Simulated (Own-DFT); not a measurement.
# Computed records: Hf36O71 (tetragonal hafnia with one neutral oxygen vacancy, atoms displaced)

Computed with Own-DFT development build. A calculation, not a measurement: plane-wave PBE and HSE06 DFT by an unreviewed code, no spin, of a simulated cell at Gamma alone, so results move with cell size and shape, stress positive in tension, energies less offsets, not probed for a lower state with spin; hafnium file: forces about 75 meV/angstrom off all-electron values; oxygen file: force components 24 meV/angstrom off all-electron in a glass; k mesh not checked against a denser one; forces and stress are PBE's, HSE06 gives the energy alone, and its difference from PBE has offsets of its own; offsets are fitted by least squares, one for each functional and potential file, so energies compare only between cells with the same atoms and settings and are not formation energies; the far tail of each file's local potential was reset to the Coulomb form; each entry is a single point on an unrelaxed cell, so the pressure reflects the starting lattice, taken from the Materials Project, from which strain is counted, and rises with the displacements; printed positions are rounded, which can move forces by about a meV/angstrom; the program is a retired in-house code; no spin-orbit coupling.

Settings shared by all entries: first functional PBE; second functional HSE06; exact exchange share 0.25; screening 0.11 1/bohr; exchange divergence Gygi-Baldereschi; potential files PseudoDojo norm-conserving, scalar-relativistic, made for PBE, standard set; wave cutoff 48 hartree; occupations fixed; k mesh 1 x 1 x 1 centred on Gamma.

(1) 
```xyz
107
Lattice="10.7800 0.0000 0.0000 0.0000 10.7800 0.0000 0.0000 0.0000 10.4493" Properties=species:S:1:pos:R:3:force_x:R:1:force_y:R:1:force_z:R:1 formula=Hf36O71 PBE_energy_of_cell_above_offsets=-100.966 HSE06_less_PBE_above_offsets=-0.174 PBE_pressure=1.13 PBE_stress_xx=-0.35 PBE_stress_yy=-1.18 PBE_stress_zz=-1.85 PBE_stress_yz=-0.45 PBE_stress_xz=0.32 PBE_stress_xy=0
Hf     0.0279    10.7632     0.0278     -1.325     -0.068     -0.208
Hf     1.7770     1.7806     2.5754      0.393      1.268      0.272
O     10.7313     1.8565     1.5908      1.132     -0.782      0.429
O      1.7930     0.0119     3.6185     -0.342      -0.05      0.056
O     10.7712     1.7564     4.2444     -0.306      0.901      -0.52
O      1.7856    10.7511     1.0264      0.005      0.242      0.229
Hf     0.0321     0.0213     5.2057     -0.151     -1.282      0.384
Hf     1.7508     1.7940     7.8408      1.142       0.52      0.276
O      0.0285     1.8225     6.8559      -1.07     -0.185     -0.429
O      1.7894    10.7488     8.9089      0.011      0.746     -0.278
O     10.7530     1.8100     9.4741      0.425     -0.527     -0.395
O      1.8020     0.0569     6.2424     -0.089     -0.536      0.317
Hf    10.7215     3.6520    10.4279      1.003     -1.562      1.059
Hf     1.7707     5.3933     2.6111      0.977      0.005       0.63
O      0.0183     5.4122     1.6359     -0.613     -0.108     -0.599
O      1.8098     3.5872     3.6420     -0.427     -0.339     -0.237
O     10.7278     5.4088     4.1611      0.062      -0.33      1.056
O      1.8139     3.5813     1.0548     -0.228      0.012     -0.643
Hf    10.7615     3.5765     5.2463      0.335      0.706     -0.401
Hf     1.8404     5.3942     7.8884      0.117      0.211     -0.703
O     10.7435     5.3874     6.8932      1.454     -0.186     -0.875
O      1.7681     3.6295     8.8577       0.25     -0.991     -0.135
O      0.0302     5.3525     9.4853     -0.185      1.487     -0.896
O      1.7998     3.5278     6.2144     -0.088      0.194       0.39
Hf     0.0004     7.1591    10.4186     -0.252      0.496      0.888
Hf     1.8348     9.0329     2.5726     -0.737     -1.274      0.668
O     10.7668     8.9616     1.5856      -0.12      0.516      0.359
O      1.7671     7.1948     3.6654      0.149      0.193     -0.431
O      0.0157     8.9565     4.2247     -0.322      0.928     -0.063
O      1.7423     7.1938     1.0556      1.145      0.104     -0.604
Hf    10.7699     7.2060     5.2194      0.602     -0.489     -0.321
Hf     1.7590     9.0082     7.8633      0.812     -0.688     -0.626
O     10.7500     9.0106     6.8251      1.396     -0.139     -0.296
O      1.7614     7.1995     8.8238     -0.003      0.009       0.52
O      0.0110     8.9602     9.4377     -0.128      0.458     -0.205
O      1.7574     7.1557     6.2582      0.368      0.454     -0.012
Hf     3.5535    10.7519    10.4043      1.649      0.434      0.675
Hf     5.3657     1.8249     2.6121      1.035     -0.386     -0.615
O      3.5834     1.7653     1.6006       -0.4      0.152     -0.111
O      5.3720     0.0222     3.6562      0.077     -0.095     -0.047
O      3.5936     1.7540     4.2136      0.074      0.884     -0.004
O      5.4056     0.0692     1.0117     -0.727     -0.461      -0.09
Hf     3.6062    10.7619     5.2038      0.342       0.07      0.492
Hf     5.3579     1.8616     7.8571       0.79     -1.865      0.037
O      3.6200     1.7680     6.8639     -0.831      0.298     -0.186
O      5.3461    10.7244     8.8620     -0.241      1.283     -0.108
O      3.5993     1.8311     9.4534     -0.252     -0.935     -0.294
O      5.3726    10.7443     6.2538      -0.01     -0.238     -0.193
Hf     3.5986     3.5480     0.0050     -0.134      1.228      0.852
Hf     5.3838     5.3959     2.6345     -0.116      0.383     -0.094
O      3.6155     5.4004     1.6373     -0.689      0.196      -0.57
O      5.4159     3.6117     3.6215     -0.315      -0.34      0.622
O      3.5884     5.4153     4.2132       0.14     -0.542      0.531
O      5.4045     3.6001     1.0739     -0.615     -0.223     -0.874
Hf     3.6293     3.5588     5.2465     -1.588      0.603     -1.221
Hf     5.3825     5.3780     7.8235     -0.196      1.083      0.467
O      3.5978     5.3822     6.8286     -0.252     -0.165     -0.191
O      5.3728     3.5655     8.8723      0.207      0.971      0.229
O      3.6024     5.3950     9.3877     -0.251      0.057      0.762
O      5.3369     3.5789     6.2194      1.136     -0.025      0.905
Hf     3.5897     7.2118     0.0297      0.439      -0.95      0.268
Hf     5.4329     9.0136     2.6638     -0.269     -0.413     -0.435
O      3.6144     9.0372     1.6230     -0.048     -0.096     -0.534
O      5.4188     7.1981     3.6446      -0.21      0.414      0.026
O      3.5525     8.9923     4.1823      0.123     -0.132      0.695
O      5.3761     7.2202     1.0215       0.06     -0.019     -0.315
Hf     3.5744     7.2133     5.2333        0.1     -0.564     -0.015
Hf     5.4052     8.9940     7.8489     -0.243     -0.414     -0.552
O      5.4235     7.1832     8.8575     -0.054     -0.203      0.006
O      3.5860     8.9646     9.4473     -0.371     -0.173     -0.396
O      5.3991     7.1895     6.2771     -0.474      0.301     -0.481
Hf     7.1900    10.7542     0.0211     -0.399      1.043      0.248
Hf     9.0417     1.7924     2.6665     -1.881      0.446     -1.156
O      7.1725     1.7918     1.5201      0.726      0.319      1.322
O      8.9632    10.7610     3.6166      0.182      0.381      0.433
O      7.1652     1.8157     4.1832      0.229      -0.31      0.414
O      8.9789     0.0168     1.0118      0.535     -0.291      0.227
Hf     7.1826    10.7726     5.2408     -0.395      0.234      0.186
Hf     9.0076     1.7955     7.8821     -0.772      0.008     -0.127
O      7.1756     1.8551     6.8133      0.199     -0.256      0.172
O      9.0053    10.7778     8.8449      0.143     -0.143     -0.166
O      7.1659     1.7826     9.4356      0.259        0.2     -0.492
O      9.0099    10.7125     6.2145     -0.087      0.654      0.048
Hf     7.1708     3.6030    10.4291      0.302     -0.612      1.212
Hf     9.0014     5.4128     2.6352     -0.356      -0.37     -0.637
O      7.1362     5.3717     1.5975      1.066       0.19      0.108
O      8.9880     3.6060     3.6440      0.015      -0.17      0.166
O      7.1245     5.4136     4.2431      0.543     -0.591     -0.108
O      9.0447     3.6119     1.0404      -1.56      0.387     -0.147
Hf     7.1558     3.5882     5.2425      0.337     -0.129     -0.348
Hf     9.0271     5.4038     7.8130      -1.72     -0.246      0.565
O      7.1471     5.3890     6.8351      0.825     -0.196     -0.218
O      9.0497     3.5866     8.8460     -0.196      0.223      0.141
O      7.2275     5.3688     9.4243     -0.162      0.089      0.049
O      8.9743     3.6124     6.2519      0.106     -0.068     -0.158
Hf     7.2167     7.1910    10.4237     -0.734     -0.126      0.312
Hf     8.9631     9.0083     2.6519      0.254     -0.506     -1.122
O      7.1566     8.9727     1.5936       0.86      0.124      0.213
O      8.9491     7.2012     3.6479     -0.197      0.199      0.083
O      7.1356     9.0095     4.2037      0.363     -0.178     -0.065
O      8.9961     7.1648     1.0053     -0.183     -0.137      0.187
Hf     7.2191     7.1712     5.2162     -1.184      0.496       0.35
Hf     9.0519     8.9949     7.8018     -1.843      0.041      0.616
O      7.1698     9.0188     6.7947      0.721     -0.045      0.464
O      8.9867     7.1768     8.8712      0.155      0.261     -0.316
O      7.1560     9.0137     9.4646      0.315     -0.811     -0.444
O      8.9750     7.2013     6.2588      0.254     -0.144      0.098
```

Units: PBE_energy_of_cell_above_offsets, HSE06_less_PBE_above_offsets in eV; PBE_pressure, PBE_stress_xx, PBE_stress_yy, PBE_stress_zz, PBE_stress_yz, PBE_stress_xz, PBE_stress_xy in GPa; force_x, force_y, force_z in eV/Å.

(2) 
```xyz
107
Lattice="10.7800 0.0000 0.0000 0.0000 10.7800 0.0000 0.0000 0.0000 10.4493" Properties=species:S:1:pos:R:3:force_x:R:1:force_y:R:1:force_z:R:1 formula=Hf36O71 PBE_energy_of_cell_above_offsets=-88.622 HSE06_less_PBE_above_offsets=0.553 PBE_pressure=4.88 PBE_stress_xx=-4.25 PBE_stress_yy=-5.53 PBE_stress_zz=-4.86 PBE_stress_yz=1.54 PBE_stress_xz=-2.78 PBE_stress_xy=0
Hf    10.7739     0.0568    10.3102     -0.432      -1.42      1.268
Hf     1.8299     1.7719     2.5932     -2.541      1.424      0.143
O     10.6642     1.9217     1.7998      3.769     -0.388     -2.783
O      1.7432     0.1355     3.5529     -0.203     -3.484      1.805
O     10.7526     1.8207     4.2684     -0.037     -1.228      1.584
O      1.8735     0.1606     1.0600     -1.883     -0.544     -1.473
Hf     0.0186     0.0252     5.3701     -0.637     -1.507     -1.979
Hf     1.7070     1.8334     7.7358     -0.475      -2.01      1.099
O      1.9295     0.0128     8.8109     -1.361      0.651      0.142
O     10.6462     1.8200     9.3786      1.975      0.588      0.262
O      1.7950    10.6555     6.2561     -0.297      1.034     -0.213
Hf     0.1255     3.6371    10.4144     -2.469     -0.514      0.728
Hf     1.7384     5.4415     2.4795      1.229     -1.814      1.317
O     10.7250     5.3604     1.7611      1.715      0.461     -4.166
O      1.7248     3.6647     3.6678      1.016      0.017      0.507
O     10.7361     5.3668     4.0405      0.887      0.158      2.413
O      1.8125     3.5538     1.1561      0.404      1.217     -2.133
Hf     0.0832     3.5454     5.1674     -2.674       1.65     -1.175
Hf     1.9204     5.2956     7.8036     -4.065      0.855      0.677
O     10.6891     5.4261     6.8755      2.771     -0.485     -1.119
O      1.7603     3.5253     8.9207      0.765      0.714     -0.501
O     10.7030     5.3398     9.3241      1.633       0.77      2.306
O      1.6652     3.4946     6.2996      2.383      0.697      0.883
Hf     0.0000     7.1820    10.3938     -2.056      0.237      0.127
Hf     1.7708     8.8375     2.6142     -0.088      3.808     -0.388
O      0.0980     8.9706     1.4769     -1.166      0.159       0.48
O      1.8581     7.1835     3.5649      -0.12     -1.891        1.6
O     10.6766     8.8856     4.2290      1.233      1.716     -0.064
O      1.8386     7.2188     1.0472     -1.691     -1.082     -0.028
Hf     0.0900     7.0311     5.2342     -3.407      1.379     -0.004
Hf     1.7553     8.8555     7.8779      0.728       3.29     -1.295
O      0.0539     8.8772     6.8065     -0.412      1.585       0.36
O      1.8150     7.2140     8.8678      0.536     -3.333      0.984
O     10.7564     8.8969     9.3699      0.866      1.019      0.401
O      1.7907     7.2990     6.3121      1.644     -1.901     -0.308
Hf     3.6522     0.1636     0.1288     -2.096     -1.704     -1.933
Hf     5.3773     1.7136     2.6856      1.163      4.826     -2.843
O      3.4641     1.7577     1.5581      4.205       0.61      0.118
O      5.3917     0.0229     3.4943     -0.167     -0.697      2.637
O      3.4447     1.7861     4.2822       1.28      0.823     -1.168
O      5.4324     0.0274     1.0322     -1.082      0.469      0.765
Hf     3.5351     0.0090     5.2256     -0.543     -1.697      0.432
Hf     5.3318     1.7298     7.8057      1.496      0.732      0.513
O      3.4869     1.7718     6.8168      1.065      0.295     -0.103
O      5.4360    10.7716     8.8001     -0.105      1.389      0.677
O      3.7085     1.8556     9.3988      0.539     -0.205     -0.407
O      5.3394    10.7142     6.1552      1.196      1.194      0.077
Hf     3.6602     3.6077    10.3288      1.159     -1.259      4.286
Hf     5.3239     5.4145     2.6507      1.538      1.831     -1.507
O      3.7008     5.3984     1.4651     -2.626     -0.397      0.516
O      5.2968     3.7805     3.6758     -0.808     -4.278      1.377
O      3.6517     5.4478     4.2423     -1.198     -0.948     -0.022
O      5.4883     3.5415     1.1231     -2.095     -0.048     -1.614
Hf     3.6208     3.5859     5.1343      0.135      0.494     -0.191
Hf     5.2982     5.3708     7.7606      4.545      1.222      2.271
O      3.6926     5.3111     6.8228     -3.727     -0.608     -1.341
O      5.6700     3.5679     8.8985     -2.411      1.227     -1.565
O      3.5999     5.3222     9.4636      -0.43      0.982     -2.938
O      5.4094     3.5354     6.2467     -1.421      0.149      0.508
Hf     3.5152     7.1482     0.0007       3.69      1.814      0.424
Hf     5.3742     9.0949     2.5291      0.769     -4.035     -0.408
O      3.5927     8.9443     1.6100     -0.654      0.758      0.079
O      5.4084     7.1899     3.6719     -0.406       1.07     -0.034
O      3.4873     9.0242     4.2138      0.151     -0.243     -0.076
O      5.3027     7.1884     1.0291      0.925      0.503     -0.569
Hf     3.5341     7.1641     5.2063      1.349        2.7     -0.263
Hf     5.2881     9.0328     7.9307      1.617      -2.11     -0.387
O      3.6909     8.9763     6.7891      -2.34      0.218      0.429
O      5.3987     7.1820     8.9131     -0.597     -1.699     -1.262
O      3.6494     9.0469     9.4878      0.023     -0.521      0.114
O      5.2464     7.2051     6.2891      1.868     -1.277     -0.054
Hf     7.1642     0.0357     0.0725      1.603     -0.213      -1.64
Hf     8.9774     1.8104     2.5951     -1.994      0.536     -0.315
O      7.1683     1.8775     1.6581      -0.92     -1.085     -0.496
O      8.9314     0.1122     3.5466     -0.653     -2.401      2.529
O      7.1631     1.9490     4.1213     -1.048     -2.691      0.084
O      8.8879     0.0752     1.0668       2.09     -0.173     -1.279
Hf     7.2370     0.0632     5.2270     -0.333     -0.978     -0.168
Hf     9.0186     1.8523     7.7443     -0.439     -0.734      1.313
O      7.2241     1.8411     6.7100     -1.448     -1.195      0.233
O      9.1893     0.0252     8.8367      -0.48     -0.356      0.081
O      7.1994     1.7994     9.3819      0.207     -0.886       0.41
O      8.8573    10.7167     6.3599      2.277      1.124     -1.462
Hf     7.2200     3.7064    10.4266     -0.443     -2.676      1.609
Hf     8.9812     5.2723     2.6058     -2.626      2.294      0.613
O      7.1080     5.3837     1.6903      0.916     -0.027     -1.164
O      9.0582     3.5942     3.5330     -0.318     -0.854       2.01
O      7.2087     5.3817     4.2389      0.214     -0.116      0.579
O      8.9864     3.6049     0.9529      0.854      0.797     -0.283
Hf     7.1531     3.4986     5.2460      0.643       2.94     -0.328
Hf     8.7736     5.2462     7.7511      8.436      1.478        4.8
O      7.3482     5.3468     6.7879     -9.348      1.194     -3.492
O      9.0608     3.5036     8.8118     -0.737      0.859      0.218
O      7.3449     5.4056     9.4635      -0.17     -0.431     -1.343
O      8.8633     3.5779     6.3245      2.465     -0.936     -1.325
Hf     7.2616     7.1441    10.3524     -1.224      1.731      1.617
Hf     8.9522     8.9569     2.6316      0.904     -0.055     -0.596
O      7.1738     9.0613     1.5137     -0.457     -0.038      1.312
O      9.0583     7.2408     3.5599     -0.966     -1.478      0.093
O      7.1115     8.9161     4.2469      0.418      2.923     -1.003
O      8.9206     7.2408     1.0705       1.58     -0.168     -1.378
Hf     7.1032     7.2266     5.1845      1.301     -1.303      0.982
Hf     8.9891     9.0108     7.8085      0.899      -1.47      0.424
O      7.3092     8.9736     6.8675     -3.504     -0.295     -1.068
O      8.9273     7.1957     8.7591      0.177     -0.612      0.914
O      7.1444     8.9048     9.4297      0.357      2.282      0.136
O      9.1112     7.2564     6.1653     -1.785     -0.398     -0.612
```

Units: PBE_energy_of_cell_above_offsets, HSE06_less_PBE_above_offsets in eV; PBE_pressure, PBE_stress_xx, PBE_stress_yy, PBE_stress_zz, PBE_stress_yz, PBE_stress_xz, PBE_stress_xy in GPa; force_x, force_y, force_z in eV/Å.
